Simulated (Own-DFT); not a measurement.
# Computed records: Si2SnGe5 (diamond-structure random alloy, strained, atoms displaced)

Computed with Own-DFT development build. A calculation, not a measurement: plane-wave density functional theory by an unreviewed code, no spin, of a simulated periodic cell, stress positive in tension, run twice, with PBE and with PBEsol, both on files made for PBE, so the change isn't that of files made for PBEsol, forces on such cells moved up to 12 meV/angstrom on a denser k mesh; the far tail of each file's local potential was reset to the Coulomb form; each entry is a single point on an unrelaxed cell, so the pressure reflects the starting lattice, mostly measured values (interpolated for alloys), from which strain is counted, and rises with the displacements; printed positions are rounded, which can move forces by about a meV/angstrom; the program, named Own-DFT, is a retired in-house code; no spin-orbit coupling; stress was not checked against mesh or cutoff.

### Si2SnGe5 (diamond-structure random alloy, strained, atoms displaced)

```
Si2SnGe5
1.0
     11.1250     0.0000     0.0000
      0.0000    11.1250     0.0000
      0.0000     0.0000    11.4103
Si Ge Sn Ge Si Ge Si Ge Si Ge Si Ge Si Ge Sn Ge Sn Ge Si Ge Sn Ge Si Ge Sn Ge Si Ge Si Ge Sn Ge
1 2 1 2 2 2 1 2 1 6 1 1 3 5 1 4 1 1 1 2 3 4 1 1 1 4 3 1 2 1 1 2
Direct
  0.99792 0.00354 0.00407
  0.99730 0.24885 0.25184
  0.25107 0.00422 0.24708
  0.24835 0.25474 0.99678
  0.12738 0.12378 0.12606
  0.12687 0.37204 0.37106
  0.37673 0.11855 0.38208
  0.37069 0.37721 0.13555
  0.00058 0.99779 0.50924
  0.00238 0.25162 0.74040
  0.23938 0.99599 0.75100
  0.24947 0.25000 0.50035
  0.12624 0.12125 0.62492
  0.12376 0.37542 0.87052
  0.37400 0.12644 0.88135
  0.37710 0.37594 0.62474
  0.00120 0.50417 0.00193
  0.00149 0.75141 0.24573
  0.24850 0.49682 0.24076
  0.25511 0.75318 0.00189
  0.12206 0.62783 0.12951
  0.13154 0.87706 0.37719
  0.36885 0.61179 0.37563
  0.38450 0.86716 0.11974
  0.01036 0.49356 0.49475
  0.00097 0.74657 0.74475
  0.24761 0.50407 0.75016
  0.25403 0.73911 0.50290
  0.12521 0.62467 0.62521
  0.12289 0.87713 0.88553
  0.37698 0.62042 0.86972
  0.36952 0.88440 0.63385
  0.49798 0.00140 0.99899
  0.50244 0.24953 0.25068
  0.75116 0.99973 0.23902
  0.75316 0.25307 0.99925
  0.62838 0.13039 0.12075
  0.62705 0.37672 0.37545
  0.87101 0.12563 0.37262
  0.87462 0.37196 0.12224
  0.50102 0.99445 0.50327
  0.49417 0.25114 0.74898
  0.75089 0.00035 0.75067
  0.75387 0.24629 0.50534
  0.63231 0.11924 0.62696
  0.62357 0.37321 0.87570
  0.87578 0.12382 0.87326
  0.87045 0.37319 0.61750
  0.49616 0.49444 0.99977
  0.49636 0.74247 0.25204
  0.75140 0.50328 0.25334
  0.75074 0.75456 0.99533
  0.61704 0.61977 0.11696
  0.62837 0.88049 0.37708
  0.87331 0.62973 0.37492
  0.87683 0.87542 0.12977
  0.49733 0.49879 0.49890
  0.49502 0.75128 0.75430
  0.74857 0.50636 0.75781
  0.74311 0.74732 0.49955
  0.62865 0.61818 0.63111
  0.61942 0.86779 0.87795
  0.88036 0.62193 0.87287
  0.88440 0.87117 0.61261
```

- functional: PBE, then PBEsol
- potential files: PseudoDojo norm-conserving, scalar-relativistic, standard set
- wave cutoff: 49 hartree
- occupations: Fermi-Dirac
- smearing width: 0.1 eV
- k mesh: 3 x 3 x 3 centred on Gamma
- PBE pressure: 9.06 GPa
- PBE stress xx: -9.68 GPa
- PBE stress yy: -9.6 GPa
- PBE stress zz: -7.9 GPa
- PBE stress yz: 0.52 GPa
- PBE stress xz: -0.66 GPa
- PBE stress xy: 0.25 GPa
- PBEsol pressure: 6.17 GPa
- PBEsol stress xx: -6.79 GPa
- PBEsol stress yy: -6.71 GPa
- PBEsol stress zz: -5.02 GPa
- PBEsol stress yz: 0.5 GPa
- PBEsol stress xz: -0.64 GPa
- PBEsol stress xy: 0.25 GPa
- rms change of force components from PBE to PBEsol: 0.05 eV/Å

Force:
```
force element  PBE force x (eV/Å)  PBE force y (eV/Å)  PBE force z (eV/Å)  PBEsol force x (eV/Å)  PBEsol force y (eV/Å)  PBEsol force z (eV/Å)
           Si              -0.327              -0.322               0.278                 -0.289                 -0.274                  0.233
           Ge               0.254              -0.112              -0.399                  0.248                 -0.106                 -0.391
           Ge               1.278              -1.004               0.207                  1.171                  -0.97                    0.2
           Sn                -0.2               0.802               1.098                 -0.175                  0.691                  1.078
           Ge              -1.515              -0.411               0.457                 -1.436                 -0.374                  0.486
           Ge                0.04              -0.024              -0.061                  0.073                 -0.065                 -0.094
           Si               -1.12               1.773              -1.798                 -1.108                  1.738                 -1.762
           Si               1.771              -0.381              -0.813                  1.743                 -0.372                 -0.796
           Ge               0.675               0.904              -2.411                  0.658                  0.864                 -2.323
           Ge              -0.555               0.451               0.738                 -0.534                  0.367                  0.712
           Si               0.474                0.73               1.121                  0.466                  0.711                  1.094
           Ge               0.537              -0.401              -0.304                  0.489                 -0.359                 -0.265
           Ge               0.386               0.315               0.201                  0.325                  0.342                  0.156
           Si              -1.217               1.275              -0.992                 -1.197                   1.25                  -0.98
           Ge              -0.436              -2.567              -1.292                 -0.386                 -2.468                 -1.225
           Ge              -1.687               1.629              -1.547                 -1.676                  1.544                 -1.459
           Ge               0.675              -0.666              -0.041                  0.586                 -0.647                 -0.053
           Ge              -0.319               0.121               1.158                 -0.284                  0.148                   1.16
           Ge              -0.707               0.896               1.194                 -0.726                  0.843                  1.204
           Ge              -1.086              -0.091               0.989                 -1.063                 -0.091                   0.89
           Si               0.651               0.068              -0.972                  0.637                  0.065                 -0.951
           Ge              -0.234              -0.317               0.026                  -0.23                 -0.303                  0.026
           Si              -0.222              -0.336               0.802                 -0.271                 -0.297                  0.741
           Si              -1.663               2.185              -0.117                 -1.629                  2.142                 -0.131
           Si              -1.705               0.871                0.41                 -1.597                   0.85                  0.392
           Ge               0.134               0.661                0.71                  0.132                  0.631                  0.681
           Ge              -1.467              -2.116               -1.33                 -1.387                 -2.016                 -1.326
           Ge               0.276               0.987              -0.365                  0.217                  0.995                 -0.311
           Ge              -0.387              -0.794              -0.528                 -0.328                 -0.731                 -0.469
           Ge              -0.431              -0.099              -0.773                 -0.399                 -0.161                 -0.754
           Sn               -0.62               0.198               1.496                 -0.597                  0.197                  1.451
           Ge              -1.037              -2.117               0.555                 -0.951                 -2.102                  0.503
           Ge              -0.623               0.598               1.526                 -0.575                  0.618                   1.44
           Ge              -0.495               0.088               0.892                 -0.446                  0.055                  0.826
           Ge              -0.115                0.08               0.998                 -0.154                   0.13                  1.011
           Sn                0.06              -0.385              -1.076                   0.05                 -0.381                 -1.042
           Ge              -1.787              -1.506               1.133                 -1.729                 -1.469                  1.103
           Si              -0.121              -0.141               0.545                 -0.076                 -0.179                  0.489
           Ge               0.423              -0.685               0.381                  0.407                 -0.653                   0.37
           Ge               1.547                 2.1               2.126                  1.503                  2.036                  2.065
           Sn              -0.137               0.732               0.329                 -0.085                  0.668                  0.372
           Sn               1.218               -1.13              -0.077                  1.183                 -1.093                 -0.059
           Sn               1.942              -1.479              -0.771                  1.883                 -1.414                 -0.753
           Ge              -0.977               0.534              -1.049                 -0.956                  0.436                  -1.03
           Ge              -0.748               2.249              -1.237                  -0.72                  2.181                 -1.206
           Ge               0.078               2.138              -0.521                  0.036                  2.052                 -0.465
           Ge               2.668               0.366                 0.3                  2.553                  0.383                  0.259
           Si               0.856               1.388               0.902                  0.827                  1.287                  0.886
           Ge               0.345              -1.425               1.235                  0.376                 -1.341                  1.166
           Sn               0.317               0.128               1.051                  0.387                  0.119                  1.009
           Ge              -0.172              -0.156              -0.362                 -0.172                 -0.162                 -0.423
           Ge               2.015              -1.982                2.38                  1.913                 -1.954                  2.273
           Ge               2.119              -0.366              -0.251                  2.049                 -0.363                 -0.249
           Ge               1.754              -1.464              -1.216                  1.671                  -1.39                 -1.202
           Si               0.536              -0.378               0.562                  0.538                 -0.376                  0.479
           Si               0.233              -0.082              -1.443                  0.193                 -0.116                 -1.373
           Si                 0.6              -0.225              -0.277                   0.59                 -0.225                 -0.182
           Ge               0.213              -0.105              -3.446                  0.203                   -0.1                 -3.329
           Si               0.583              -1.571              -0.608                  0.539                 -1.506                 -0.558
           Si               0.998               -0.12               -0.16                  0.932                 -0.075                 -0.118
           Ge              -0.881               0.802              -0.852                 -0.895                  0.817                 -0.796
           Sn              -0.476               0.834               0.247                 -0.465                   0.81                  0.242
           Ge               -0.53               0.651               0.105                  -0.48                  0.668                   0.14
           Ge               -1.66              -1.597               0.936                  -1.56                 -1.506                  0.939
```
